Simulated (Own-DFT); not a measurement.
# Response to strain: diamond-structure GeSn with randomly placed atoms, 64 atoms (Ge60Sn4)

These are calculations, not measurements. The program, named Own-DFT, is a retired in-house plane-wave density functional code that no person has reviewed. Each row is one single-point run on a periodic cell that was not relaxed, without spin or spin-orbit coupling.

Settings of every run: PBE; PseudoDojo norm-conserving scalar-relativistic files; cutoff 49 hartree; 3 x 3 x 3 k mesh centred on Gamma; Fermi-Dirac smearing of 0.1 eV.

Known limits: forces on such cells moved up to 12 meV/angstrom on a denser k mesh; stress not checked against mesh or cutoff.

Unstrained cell vectors in Å: (11.420, 0.000, 0.000); (0.000, 11.420, 0.000); (0.000, 0.000, 11.420). The unstrained cell has measured lattice constants (interpolated for alloys), not those of this functional. That, the random moves and any unrelaxed bonds set the pressure at no strain. Each run strains this cell uniformly, with the atoms carried along. Every atom was also moved at random, by a Gaussian of width 0.05 Å on each axis. The random placing of the alloy's atoms differs from row to row. Strain is the symmetric tensor, in per cent. Stress is positive in tension, and the pressure is minus a third of its trace.

| run | e_xx (%) | e_yy (%) | e_zz (%) | s_xx (GPa) | s_yy (GPa) | s_zz (GPa) | P (GPa) | E (meV/atom) |
|---|---|---|---|---|---|---|---|---|
| 1 | -2.50 | -2.50 | 0.00 | -9.86 | -10.01 | -8.49 | 9.45 | 99.7 |
| 2 | -0.25 | -0.25 | 0.00 | -5.17 | -5.19 | -5.11 | 5.16 | 25.1 |
| 3 | 2.50 | 2.50 | 0.00 | -1.06 | -0.99 | -2.44 | 1.49 | 8.6 |
| 4 | 1.00 | 1.00 | 0.00 | -3.12 | -3.27 | -3.65 | 3.35 | 11.5 |
| 5 | -3.00 | -3.00 | 0.00 | -10.88 | -10.87 | -8.79 | 10.18 | 95.7 |
| 6 | -0.75 | -0.75 | 0.00 | -6.16 | -6.06 | -5.69 | 5.97 | 35.0 |
| 7 | 1.50 | 1.50 | 0.00 | -2.22 | -2.31 | -3.13 | 2.55 | 0.0 |
| 8 | 2.00 | 2.00 | 0.00 | -1.86 | -1.83 | -3.00 | 2.23 | 22.3 |
| 9 | -1.75 | -1.75 | 0.00 | ? | ? | ? | ? | ? |

E is the free energy for each atom above the lowest run shown.

## Worked fit

The change of volume is close to e_xx + e_yy + e_zz. A straight line through the runs shown gives P = 5.18 - 80 x (fractional change of volume) GPa, with an error of 3 on the slope and a scatter of 0.37 GPa. The strain isn't the same on all axes, but the crystal is cubic, so the slope still estimates the bulk modulus, averaged over pressures from 1.5 to 10.2 GPa.

## Withheld run

Question: what pressure should run 9 give? Its volume changes by -3.47 %.

The line gives 8.0 GPa. The calculation gave 7.87 GPa.
